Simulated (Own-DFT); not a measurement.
# What a defect does to the pressure of its cell: 2H SiC

Calculated, not measured: single-point runs of Own-DFT, a retired in-house plane-wave DFT program that no person has reviewed, on unrelaxed cells, without spin or spin-orbit coupling.

Method: PBE; PseudoDojo norm-conserving scalar-relativistic files; cutoff 42 hartree; 4 x 4 x 3 k mesh centred on Gamma; Fermi-Dirac smearing of 0.1 eV.

Known weak points (not all hold for every row): a neutral cation vacancy leaves holes that likely carry spin, which these runs leave out; some atoms lie very close together; not probed for a lower state with spin; forces on such cells moved up to 12 meV/angstrom on a denser k mesh; forces on such cells passed a denser k mesh, each cell not checked; stress not checked against mesh or cutoff.

All runs share one cell, with vectors in Å (9.248, 0.000, 0.000); (-4.624, 8.009, 0.000); (0.000, 0.000, 10.068) and a volume of 745.7 Å³. Atoms were moved at random from their sites; u is the rms move along one axis. The defect's site can differ from row to row.

```
cell,formula,u (Å),P (GPa)
no defect,C36Si36,0.0274,3.76
no defect,C36Si36,0.0593,5.61
no defect,C36Si36,0.0615,6.70
one Si on a C site,C35Si37,0.0293,10.58
one Si on a C site,C35Si37,0.0317,10.30
one Si on a C site,C35Si37,0.0507,11.82
two N on a C site each,C34N2Si36,0.0281,2.85
two N on a C site each,C34N2Si36,0.0553,4.85
two N on a C site each,C34N2Si36,0.0568,5.12
one C vacancy,C35Si36,0.0284,3.47
one C vacancy,C35Si36,0.0293,3.75
one C vacancy,C35Si36,0.0319,3.74
one Si vacancy,C36Si35,0.0485,4.40
one Si vacancy,C36Si35,0.0495,4.24
one Si vacancy,C36Si35,0.0520,4.41
one Si vacancy,C36Si35,0.0550,?
```

## Fit

P = P0 + c u² + a shift for each defect gives P0 = 3.05 GPa, c = 860 ± 74 GPa/Å² and a scatter of 0.25 GPa. The shifts, and each times the cell's volume:

- one Si on a C site: 6.58 ± 0.22 GPa, 30.6 eV
- one C vacancy: -0.17 ± 0.24 GPa, -0.8 eV (not resolved)
- two N on a C site each: -0.80 ± 0.21 GPa, -3.7 eV (-1.9 eV for each of its 2 sites)
- one Si vacancy: -0.85 ± 0.20 GPa, -4.0 eV

Against the defect-free cell, a freed cell would be larger where the shift is positive and smaller where it is negative (160.2 GPa Å³ is 1 eV). The atoms around the defects weren't relaxed, which would change these numbers.

## Check

Q: what pressure belongs in the blank (one Si vacancy, u = 0.0550 Å)?

Estimate: 4.80 ± 0.29 GPa. The calculation gave 4.88 GPa.
